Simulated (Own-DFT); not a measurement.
# Computed records: GaP (zincblende, atoms displaced)

A calculation, not a measurement: plane-wave PBE density functional theory by an unreviewed code, no spin, of a simulated periodic cell, stress positive in tension, free energy of the whole cell less one offset for each atom, forces on such cells passed a denser k mesh, this cell's mesh not checked; offsets are fitted by least squares, one for each functional and potential file, so energies compare only between cells with the same atoms and settings and are not formation energies; the far tail of each file's local potential was reset to the Coulomb form; each entry is a single point on an unrelaxed cell, so the pressure reflects the starting lattice, mostly measured values (interpolated for alloys), from which strain is counted, and rises with the displacements; printed positions are rounded, which can move forces by about a meV/angstrom; the program, named Own-DFT, is a retired in-house code; no spin-orbit coupling. Program: Own-DFT development build.

Common to all runs: functional PBE; potential files PseudoDojo norm-conserving, scalar-relativistic, standard set; wave cutoff 42 hartree; occupations Fermi-Dirac; smearing width 0.1 eV; hardware one NVIDIA H200; k mesh 2 x 3 x 3 centred on Gamma.

(1) GaP (zincblende, atoms displaced)

```
GaP
1.0
     16.3515     0.0000     0.0000
      0.0000    10.9010     0.0000
      0.0000     0.0000    10.9010
Ga P Ga P Ga P Ga P Ga P Ga P Ga P Ga P Ga P Ga P Ga P Ga P
4 4 4 4 4 4 4 4 4 4 4 4 4 4 4 4 4 4 4 4 4 4 4 4
Direct
  0.99928 0.02095 0.99051
  0.99788 0.25742 0.26150
  0.15027 0.00424 0.25552
  0.16024 0.26075 0.00002
  0.06538 0.12409 0.15415
  0.08097 0.36863 0.35820
  0.26117 0.12279 0.37072
  0.25809 0.37000 0.11591
  0.99624 0.00731 0.49878
  0.99815 0.25643 0.75311
  0.16920 0.99470 0.73997
  0.18672 0.23436 0.46591
  0.08064 0.13169 0.65781
  0.09145 0.38552 0.88000
  0.26723 0.11330 0.84747
  0.25844 0.34977 0.64776
  0.00020 0.48807 0.01771
  0.00821 0.71967 0.28894
  0.15482 0.52203 0.25216
  0.16663 0.73513 0.99560
  0.09923 0.61190 0.12294
  0.09754 0.87481 0.36648
  0.25392 0.61577 0.39323
  0.25520 0.86294 0.11670
  0.01012 0.50121 0.51859
  0.99732 0.75002 0.73454
  0.17952 0.50436 0.77247
  0.17189 0.74401 0.49280
  0.08792 0.60437 0.61756
  0.07897 0.88030 0.89294
  0.26790 0.60549 0.86103
  0.25513 0.86166 0.62869
  0.33155 0.98274 0.01156
  0.32280 0.24092 0.24577
  0.51609 0.01799 0.24168
  0.49375 0.25683 0.99630
  0.41046 0.11953 0.11296
  0.41117 0.35693 0.37864
  0.59130 0.13038 0.39959
  0.57441 0.39567 0.12813
  0.32752 0.98930 0.51568
  0.35331 0.26226 0.74806
  0.48881 0.97013 0.75018
  0.48691 0.23599 0.49375
  0.41741 0.10686 0.62272
  0.41594 0.35770 0.87956
  0.57482 0.11882 0.88646
  0.58270 0.37185 0.62381
  0.34253 0.51959 0.99648
  0.33253 0.73697 0.25988
  0.49572 0.48739 0.24802
  0.49973 0.74391 0.98360
  0.41917 0.62510 0.11602
  0.41205 0.89623 0.36907
  0.58690 0.59961 0.37492
  0.59113 0.88497 0.12259
  0.32753 0.50169 0.49958
  0.33573 0.73998 0.73305
  0.48908 0.48968 0.76379
  0.49369 0.73653 0.50352
  0.42484 0.60992 0.63754
  0.42567 0.87955 0.85798
  0.57564 0.61814 0.87338
  0.57265 0.85834 0.63587
  0.66659 0.99072 0.96997
  0.67029 0.25249 0.24277
  0.83164 0.99469 0.24361
  0.83341 0.26532 0.99192
  0.74825 0.12102 0.13852
  0.74582 0.38580 0.34801
  0.91046 0.12185 0.37502
  0.91868 0.38308 0.11508
  0.66419 0.99786 0.49411
  0.66911 0.24159 0.73441
  0.83570 0.98221 0.76295
  0.83250 0.25018 0.51819
  0.75183 0.13020 0.63046
  0.75273 0.38209 0.86825
  0.89985 0.12455 0.87984
  0.92778 0.40105 0.63223
  0.65889 0.48897 0.00677
  0.66372 0.74752 0.23894
  0.84171 0.50304 0.23837
  0.82905 0.74242 0.98884
  0.74492 0.65058 0.13771
  0.73932 0.88882 0.41570
  0.90863 0.63009 0.36223
  0.89603 0.87545 0.13023
  0.67120 0.50409 0.47824
  0.67818 0.76697 0.74457
  0.83230 0.50394 0.75936
  0.82301 0.76920 0.48043
  0.74391 0.62232 0.64361
  0.75805 0.87520 0.88575
  0.91852 0.62739 0.88298
  0.91481 0.86491 0.62151
```

- free energy of cell above offsets: -20.425 eV
- pressure: 7.68 GPa
- stress xx: -8.35 GPa
- stress yy: -7.79 GPa
- stress zz: -6.89 GPa
- stress yz: 1.16 GPa
- stress xz: 0.62 GPa
- stress xy: 1.77 GPa
- wall time: 969.6 s

Force:
```tsv
element	x (eV/Å)	y (eV/Å)	z (eV/Å)
Ga	-1.172	-0.69	1.618
Ga	-3.256	-0.571	-0.617
Ga	3.898	1.556	-2.296
Ga	1.682	-2.065	0.824
P	1.275	0.119	-3.44
P	2.229	2.162	3.065
P	0.193	-5.178	-1.095
P	-1.146	1.465	0.22
Ga	0.913	-0.14	1.034
Ga	-0.916	0.832	1.342
Ga	0.11	-0.196	1.696
Ga	-3.922	3.799	4.316
P	0.78	-1.206	-3.808
P	-2.363	-0.034	-0.313
P	-1.158	0.067	2.099
P	-2.476	2.435	-3.129
Ga	2.652	2.791	-2.822
Ga	2.472	2.831	-3.255
Ga	4.679	-4.853	4.433
Ga	1.245	1.409	-0.8
P	-5.09	3.316	-3.389
P	-3.051	-2.753	3.347
P	-1.71	1.05	-3.316
P	-2.293	-1.172	1.905
Ga	-1.975	-1.91	-5.006
Ga	1.18	-0.825	1.68
Ga	-2.094	-2.605	-3.221
Ga	-0.457	0.53	1.366
P	3.56	4.213	3.255
P	0.868	-1.121	-2.015
P	-0.33	4.074	1.037
P	-2.507	-0.044	-0.613
Ga	1.012	1.27	-3.068
Ga	2.415	1.216	-1.703
Ga	-1.1	0.21	0.558
Ga	1.869	-1.536	2.264
P	1.23	0.682	1.493
P	-0.916	1.685	-1.341
P	-1.243	1.469	-3.039
P	1.211	-4.596	-1.099
Ga	0.884	0.694	-1.327
Ga	-0.87	-4.128	-1.593
Ga	6.031	7.042	-5.667
Ga	1.793	0.098	1.523
P	0.063	0.844	0.721
P	0.123	3.893	1.443
P	0.466	0.409	-2.188
P	-0.624	0.155	-0.592
Ga	-0.246	-3.667	0.778
Ga	0.583	1.107	-0.576
Ga	-1.943	1.44	2.162
Ga	0.211	1.368	1.108
P	0.818	1.184	2.328
P	0.911	-1.95	0.106
P	-3.249	3.965	-2.062
P	-0.78	-0.985	-0.843
Ga	2.425	-3.185	3.03
Ga	1.599	0.111	1.441
Ga	2.465	-1.041	-0.047
Ga	0.616	0.401	-1.265
P	-1.959	0.542	-2.381
P	-7.551	-6.438	7.782
P	2.106	-0.291	-0.366
P	1.955	0.704	-1.508
Ga	-0.627	1.564	2.769
Ga	-1.849	-0.144	0.205
Ga	-1.578	1.267	2.529
Ga	-1.209	-0.774	1.377
P	-0.086	0.509	-2.615
P	2.207	-0.307	1.841
P	-0.023	0.861	0.369
P	-1.648	-2.846	2.357
Ga	-4.124	3.214	5.668
Ga	-2.016	1.319	2.204
Ga	0.31	1.204	-2.229
Ga	0.925	1.38	-1.606
P	0.705	-2.801	-0.165
P	-1.922	-1.029	0.94
P	2.369	0.757	-0.689
P	-2.73	-2.674	0.851
Ga	1.405	2.201	-1.371
Ga	-2.836	2.179	3.674
Ga	-1.931	0.275	-0.496
Ga	0.646	-0.31	2.34
P	3.216	-4.301	-3.378
P	2.337	-2.606	-7.476
P	-1.262	-1.286	3.463
P	3.568	-1.988	-1.931
Ga	1.574	-1.835	3.72
Ga	-1.716	-0.412	0.843
Ga	1.017	1.05	-0.499
Ga	2.728	-3.738	2.872
P	1.066	-0.455	-2.701
P	-1.189	-0.736	-1.587
P	0.937	-0.585	-0.488
P	-0.388	1.094	-0.965
```

(2) GaP (zincblende, atoms displaced)

```
GaP
1.0
     16.3515     0.0000     0.0000
      0.0000    10.9010     0.0000
      0.0000     0.0000    10.9010
Ga P Ga P Ga P Ga P Ga P Ga P Ga P Ga P Ga P Ga P Ga P Ga P
4 4 4 4 4 4 4 4 4 4 4 4 4 4 4 4 4 4 4 4 4 4 4 4
Direct
  0.00176 0.00485 0.01097
  0.01251 0.23855 0.25066
  0.15912 0.99914 0.25200
  0.16882 0.24136 0.00272
  0.08270 0.09322 0.13946
  0.07088 0.36137 0.35860
  0.23869 0.12869 0.35935
  0.26407 0.36437 0.10519
  0.00149 0.99925 0.49939
  0.00578 0.26406 0.74598
  0.18289 0.00328 0.76410
  0.16693 0.25854 0.47573
  0.07150 0.13429 0.63388
  0.09695 0.36817 0.89272
  0.25335 0.12339 0.87996
  0.25740 0.39466 0.63002
  0.98959 0.49266 0.00138
  0.99317 0.75043 0.23372
  0.16932 0.50944 0.22784
  0.16824 0.75149 0.98934
  0.08139 0.63540 0.11302
  0.08344 0.86632 0.37897
  0.24714 0.62385 0.37265
  0.25203 0.88231 0.11897
  0.01460 0.49975 0.47131
  0.98691 0.74527 0.73488
  0.18574 0.50537 0.75126
  0.17360 0.74039 0.48050
  0.07621 0.63034 0.63100
  0.08500 0.89004 0.86857
  0.24749 0.63017 0.89310
  0.23526 0.86915 0.62022
  0.33760 0.02498 0.99012
  0.33432 0.24476 0.21498
  0.51114 0.99139 0.25807
  0.49744 0.24633 0.98635
  0.41890 0.14036 0.12303
  0.43201 0.39867 0.36093
  0.57614 0.12225 0.38519
  0.58691 0.36663 0.12512
  0.33067 0.97693 0.50151
  0.32990 0.25960 0.73715
  0.47707 0.00811 0.74027
  0.48401 0.25566 0.48069
  0.40309 0.10789 0.62892
  0.43340 0.39431 0.87081
  0.58203 0.10716 0.87075
  0.57296 0.37490 0.63013
  0.33144 0.47003 0.97457
  0.34813 0.74680 0.25725
  0.52007 0.49761 0.25117
  0.48418 0.75521 0.01516
  0.41894 0.61642 0.12336
  0.42129 0.87658 0.37289
  0.58538 0.60312 0.39908
  0.58570 0.88398 0.12336
  0.31078 0.50078 0.49896
  0.31626 0.75738 0.75202
  0.51241 0.50176 0.75222
  0.50299 0.73918 0.48584
  0.40476 0.59418 0.65569
  0.41714 0.89006 0.87126
  0.58262 0.64941 0.86172
  0.59140 0.88581 0.61356
  0.67214 0.01739 0.99306
  0.67771 0.24966 0.25314
  0.83530 0.00336 0.25046
  0.82903 0.24390 0.99084
  0.74957 0.12863 0.11397
  0.75077 0.37437 0.36597
  0.92196 0.12100 0.35842
  0.92888 0.35614 0.13485
  0.67341 0.00445 0.49574
  0.67383 0.23944 0.73973
  0.82611 0.98804 0.76050
  0.83515 0.24354 0.47930
  0.74178 0.14018 0.63790
  0.75160 0.38169 0.87520
  0.91770 0.09230 0.86847
  0.92492 0.34693 0.62820
  0.67354 0.50466 0.00267
  0.66983 0.73531 0.25795
  0.83695 0.52435 0.25020
  0.83463 0.73743 0.01299
  0.76211 0.61424 0.15049
  0.74948 0.85576 0.37997
  0.92761 0.65133 0.38959
  0.91848 0.83932 0.13797
  0.65288 0.50224 0.51009
  0.66250 0.73479 0.74049
  0.83271 0.49605 0.72125
  0.83962 0.77896 0.52658
  0.73481 0.61583 0.61818
  0.75531 0.88953 0.87408
  0.91894 0.63082 0.86359
  0.91853 0.91280 0.63450
```

- free energy of cell above offsets: -21.461 eV
- pressure: 7.37 GPa
- stress xx: -7.55 GPa
- stress yy: -6.75 GPa
- stress zz: -7.81 GPa
- stress yz: 0.79 GPa
- stress xz: -0.47 GPa
- stress xy: 2.18 GPa
- wall time: 946.8 s

Force:
```tsv
element	x (eV/Å)	y (eV/Å)	z (eV/Å)
Ga	-1.395	-2.298	-1.223
Ga	-1.955	-2.773	-2.656
Ga	2.769	-3.431	1.914
Ga	-0.126	-1.496	1.192
P	-0.971	4.523	-2.493
P	4.685	3.023	1.208
P	2.828	-0.212	0.312
P	-3.701	1.279	0.924
Ga	1.005	0.978	-0.875
Ga	1.366	-1.231	4.172
Ga	-2.835	-0.39	-1.728
Ga	-0.916	-0.052	2.422
P	3.413	-1.474	-1.807
P	-1.874	1.693	-2.07
P	-0.16	3.137	-1.195
P	-2.442	-4.212	-0.247
Ga	1.483	0.206	-0.435
Ga	6.821	-4.148	5.738
Ga	-0.405	-0.963	-0.102
Ga	-1.694	2.405	1.416
P	-0.176	-0.935	0.072
P	-0.521	0.305	-0.688
P	1.346	-0.651	-2.631
P	0.518	-0.363	0.555
Ga	-1.816	1.387	2.709
Ga	1.23	2.459	0.299
Ga	-3.356	1.238	1.544
Ga	-3.019	1.18	2.394
P	2.287	-1.667	-1.555
P	-0.254	-1.395	0.183
P	1.978	-1.514	-1.528
P	0.953	0.192	-0.273
Ga	1.319	-2.363	2.027
Ga	-0.638	0.843	4.816
Ga	-0.843	1.077	-0.638
Ga	1.295	0.192	0.326
P	2.743	-3.455	-1.08
P	-4.549	-1.324	0.742
P	1.565	0.921	-0.429
P	0.782	0.008	-0.946
Ga	-0.975	0.91	-0.458
Ga	1.196	-0.832	1.544
Ga	5.364	-1.982	1.347
Ga	0.763	-0.787	1.773
P	-1.89	3.908	-3.462
P	-1.248	-2.79	-0.216
P	-1.103	1.832	-1.254
P	1.313	-2.414	-1.106
Ga	0.697	3.024	0.071
Ga	-1.584	-0.047	-1.442
Ga	-0.155	0.937	-1.768
Ga	1.818	1.23	-1.563
P	-0.483	-1.421	0.856
P	0.091	-0.334	0.556
P	-1.941	4.113	-5.318
P	0.793	-1.665	-0.344
Ga	4.874	1.501	-1.946
Ga	1.962	-0.641	0.424
Ga	0.262	1.932	0.092
Ga	-0.747	1.031	2.508
P	-0.607	2.555	-2.104
P	-1.797	-2.056	1.178
P	-1.739	-1.992	3.97
P	-1.933	-1.349	0.9
Ga	-0.674	-1.874	0.086
Ga	-2.025	-0.925	-0.702
Ga	-0.863	-1.795	-0.868
Ga	1.939	0.235	-0.424
P	0.768	-0.275	2.042
P	0.76	1.782	1.596
P	-0.187	-0.303	1.399
P	-2.391	1.266	-1.039
Ga	-0.104	0.164	0.02
Ga	-5.798	5.272	5.35
Ga	0.976	3.39	-2.696
Ga	-0.019	0.08	1.385
P	6.115	-5.494	-5.865
P	0.271	-0.356	-1.003
P	0.605	3.456	1.306
P	-3.058	3.481	-3.395
Ga	-0.925	0.136	0.096
Ga	-1.286	0.345	0.023
Ga	6.082	-5.364	5.544
Ga	-0.473	0.437	-1.756
P	-6.087	3.921	-6.188
P	0.839	2.394	-0.026
P	-1.266	-1.696	0.154
P	-5.423	7.757	-5.298
Ga	3.115	-4.953	2.068
Ga	1.391	3.683	-0.895
Ga	0.427	-0.466	1.038
Ga	-0.655	-1.594	-0.956
P	3.526	1	0.186
P	-3.255	-4.849	3.076
P	-1.88	-1.778	1.128
P	-0.115	-2.434	0.005
```

(3) GaP (zincblende, atoms displaced)

```
GaP
1.0
     16.3515     0.0000     0.0000
      0.0000    10.9010     0.0000
      0.0000     0.0000    10.9010
Ga P Ga P Ga P Ga P Ga P Ga P Ga P Ga P Ga P Ga P Ga P Ga P
4 4 4 4 4 4 4 4 4 4 4 4 4 4 4 4 4 4 4 4 4 4 4 4
Direct
  0.99289 0.97226 0.98957
  0.00029 0.24434 0.24191
  0.16457 0.99078 0.25908
  0.16411 0.26511 0.99010
  0.08857 0.14017 0.13361
  0.08131 0.36212 0.35973
  0.26136 0.11956 0.36538
  0.25466 0.35097 0.12544
  0.99245 0.99752 0.47897
  0.00029 0.26949 0.74787
  0.16842 0.99332 0.72880
  0.17922 0.25878 0.49195
  0.07937 0.11471 0.58854
  0.08371 0.38880 0.85763
  0.25889 0.12624 0.87630
  0.25214 0.37909 0.64561
  0.99038 0.47954 0.99780
  0.99002 0.76240 0.26602
  0.17128 0.51557 0.24655
  0.18269 0.74939 0.99118
  0.07114 0.60070 0.10016
  0.07284 0.86046 0.38563
  0.24756 0.61580 0.37508
  0.25053 0.88517 0.11970
  0.99480 0.49362 0.52178
  0.98303 0.78447 0.73298
  0.18060 0.48499 0.76214
  0.16553 0.76715 0.49812
  0.08830 0.65388 0.64609
  0.07852 0.88829 0.87701
  0.23724 0.64690 0.87393
  0.22432 0.86357 0.61465
  0.34045 0.98582 0.96695
  0.34024 0.24604 0.26617
  0.50055 0.01443 0.25438
  0.49397 0.23988 0.98941
  0.40329 0.13444 0.13857
  0.42098 0.37528 0.37780
  0.58695 0.12617 0.39327
  0.56910 0.38324 0.11306
  0.33325 0.01042 0.52210
  0.32653 0.26078 0.77142
  0.49798 0.01104 0.75217
  0.50456 0.24695 0.51131
  0.40736 0.11500 0.64766
  0.39799 0.36569 0.87215
  0.59433 0.12729 0.85288
  0.57767 0.37586 0.61549
  0.33111 0.50574 0.99057
  0.33843 0.76964 0.25337
  0.48950 0.49736 0.24664
  0.47665 0.73639 0.00362
  0.40853 0.62631 0.14217
  0.43003 0.87315 0.36400
  0.58344 0.62707 0.34833
  0.59278 0.87195 0.15921
  0.33774 0.50860 0.52111
  0.32797 0.74920 0.76016
  0.50666 0.48319 0.75000
  0.50768 0.75715 0.45972
  0.41696 0.61711 0.64271
  0.41895 0.87597 0.88455
  0.58204 0.62780 0.86305
  0.58681 0.88378 0.61491
  0.65968 0.02503 0.98837
  0.66890 0.23976 0.25477
  0.81943 0.99206 0.23894
  0.83208 0.29562 0.04105
  0.73475 0.10384 0.13932
  0.75328 0.36685 0.36987
  0.91522 0.12309 0.36332
  0.92612 0.37935 0.10869
  0.68217 0.99644 0.50503
  0.65647 0.25733 0.76081
  0.81893 0.02585 0.76562
  0.83785 0.22725 0.49391
  0.74854 0.12240 0.60998
  0.76176 0.37608 0.88488
  0.91167 0.12747 0.86976
  0.91118 0.37657 0.60203
  0.66353 0.49270 0.99160
  0.66272 0.76163 0.27809
  0.84516 0.48047 0.24343
  0.84020 0.74163 0.00342
  0.74948 0.63876 0.14408
  0.74119 0.87341 0.40077
  0.92234 0.62037 0.38444
  0.90973 0.87669 0.13115
  0.66852 0.50817 0.49978
  0.65302 0.74496 0.72918
  0.82462 0.52004 0.73543
  0.82633 0.74711 0.50135
  0.75459 0.64227 0.63674
  0.76048 0.87278 0.87773
  0.90864 0.62536 0.88905
  0.90809 0.87563 0.60927
```

- free energy of cell above offsets: -18.293 eV
- pressure: 7.83 GPa
- stress xx: -7.96 GPa
- stress yy: -7.97 GPa
- stress zz: -7.57 GPa
- stress yz: -1.47 GPa
- stress xz: -0.14 GPa
- stress xy: -0.45 GPa
- wall time: 1056 s

Force:
```tsv
element	x (eV/Å)	y (eV/Å)	z (eV/Å)
Ga	-1.51	3.548	1.902
Ga	-0.624	0.226	0.379
Ga	-0.686	0.706	-0.41
Ga	-0.081	-1.346	0.481
P	0.328	-2.292	-1.728
P	1.03	2.302	1.885
P	-1.231	-0.853	2.215
P	-0.043	2.777	0.008
Ga	-0.429	-0.262	1.06
Ga	-1.022	-2.284	-1.586
Ga	-2.328	3.081	2.289
Ga	-1.314	-0.78	-0.322
P	1.199	1.719	2.23
P	-0.718	-0.98	1.856
P	-3.005	-1.298	-0.169
P	1.111	-1.623	-3.698
Ga	3.291	4.11	-5.522
Ga	-0.346	-2.031	-2.129
Ga	-1.995	-2.498	-1.864
Ga	-5.992	4.207	5.382
P	2.464	3.116	2.32
P	1.763	1.684	-1.509
P	1.451	2.382	1.515
P	0.468	-0.4	-0.006
Ga	3.993	2.708	-2.195
Ga	2.815	-2.539	3.049
Ga	-2.004	4.072	0.185
Ga	-3.405	-6.505	-4.666
P	-0.69	-2.148	-0.508
P	2.608	-2.122	-2.194
P	4.409	-6.026	-3.932
P	8.276	3.141	4.155
Ga	-4.024	4.083	4.859
Ga	-0.719	2.209	-0.01
Ga	0.723	0.467	-0.625
Ga	-0.426	0.411	0.86
P	2.972	-2.829	-3.194
P	-0.618	-0.003	1.864
P	-0.041	-0.467	-0.669
P	1.184	-1.343	0.066
Ga	-1.38	-2.228	-2.109
Ga	-1.891	-3.406	-4.088
Ga	1.186	-2.002	-0.174
Ga	-1.84	-1.323	-0.924
P	0.803	3.057	-0.2
P	6.071	3.719	2.799
P	-4.587	-1.825	2.222
P	2.344	0.597	0.977
Ga	-1.035	0.143	1.593
Ga	-1.82	-0.788	-0.049
Ga	1.151	-0.091	-0.207
Ga	3.154	-0.275	0.56
P	-1.024	-0.667	-1.386
P	-3.246	2.763	0.634
P	-0.833	-3.29	2.337
P	-2.76	2.587	-4.307
Ga	-0.809	-0.888	-1.487
Ga	0.601	0.392	-1.712
Ga	-1.777	0.885	1.092
Ga	1.278	-1.61	3.727
P	1.015	1.91	-0.3
P	3.24	-2.664	-3.928
P	-0.914	-0.605	1.52
P	-1.653	-0.003	-0.216
Ga	1.534	-3.831	1.438
Ga	-1.59	1.343	0.33
Ga	1.36	-0.797	2.317
Ga	-5.433	-6.121	-3.212
P	0.48	2.824	-1.778
P	0.24	0.221	0.451
P	-0.741	-0.744	-1.665
P	1.829	-1.67	7.384
Ga	-4.396	1.847	1.101
Ga	3.936	3.524	-3.214
Ga	0.338	-1.272	-1.25
Ga	-0.588	1.566	-0.17
P	0.555	2.524	3.204
P	-1.89	0.389	-1.776
P	1.44	1.441	1.582
P	-2.353	-1.675	3.398
Ga	0.34	1.406	0.838
Ga	3.088	-0.479	-1.076
Ga	-1.174	2.508	1.264
Ga	-2.407	1.347	2.008
P	0.189	-1.34	-0.787
P	3.369	-2.141	-3.781
P	-1.372	-0.408	-0.308
P	0.577	-0.506	-0.123
Ga	0.302	0.043	-0.691
Ga	0.864	1.188	1.486
Ga	2.919	-3.166	2.731
Ga	1.756	-0.418	-1.068
P	-3.247	0.097	-2.292
P	-2.234	0.202	-0.096
P	2.006	-1.481	-3.266
P	-1.803	2.869	-0.977
```
